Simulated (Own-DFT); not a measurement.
# Energy and forces against displacement in beta-Si3N4, 42 atoms (N24Si18)

All numbers below are calculated, not measured. The program, named Own-DFT, is a retired in-house plane-wave density functional code that no person has reviewed. Each row is one single-point run on a periodic cell that was not relaxed, without spin or spin-orbit coupling.

Settings of every run: PBE; PseudoDojo norm-conserving scalar-relativistic files; cutoff 42 hartree; 3 x 3 x 3 k mesh centred on Gamma; Fermi-Dirac smearing of 0.1 eV.

Known limits, some of them of some rows only: some atoms lie very close together; forces on such cells passed a denser k mesh, each cell not checked; stress not checked against mesh or cutoff.

Cell vectors in Å: (7.606, 0.000, 0.000); (-3.803, 6.587, 0.000); (0.000, 0.000, 8.727). In each run every atom was moved at random and independently from its ideal site; u is the rms move along one axis. E is the free energy for each atom above the fitted value at u = 0, and F the rms of the force components.

```
run   u (Å)  E (meV/atom)  F (eV/Å)  largest force (eV/Å)  P (GPa)
  1  0.0203          19.4     0.795                  2.69     5.54
  2  0.0209          25.7     0.925                  3.19     5.82
  3  0.0213          29.1     0.988                  3.06     5.68
  4  0.0531         157.2     2.429                  7.40     9.19
  5  0.0545         122.2     1.902                  8.45     8.42
  6  0.0973         563.4     5.908                 35.04    20.19
  7  0.1004             ?         ?                     ?        ?
  8  0.1029         627.1     6.654                 36.41    21.02
  9  0.1463         977.0     6.809                 36.15    27.04
```

## Worked fit

For small independent moves the energy grows as E = (3/2) K u², with K the mean stiffness felt by one atom. The runs with u up to 0.11 Å give K = 36.6 ± 2.6 eV/Å², with residuals divided by u² + 0.0006 Å², since the noise grows with the moves. The scatter is 19.5 meV/atom at u = 0.05 Å. The forces follow F = G u with G = 49.0 eV/Å²; no force at u = 0 is resolved. G exceeds K because the moves of its neighbours add to the force on an atom, and stiffness differs between atoms. At u = 0.146 Å the parabola gives 1176 meV/atom and the run 977. The pressure follows P = 4.78 + 1564 u² GPa: at fixed volume, shortened bonds push harder than stretched ones pull.

## Withheld run

Question: what energy and rms force should run 7 give?

The fit gives 554 ± 78 meV/atom and about 4.92 eV/Å. The calculation gave 420.2 meV/atom and 4.149 eV/Å. This run lies off the fit, by chance or by something that the fit leaves out.
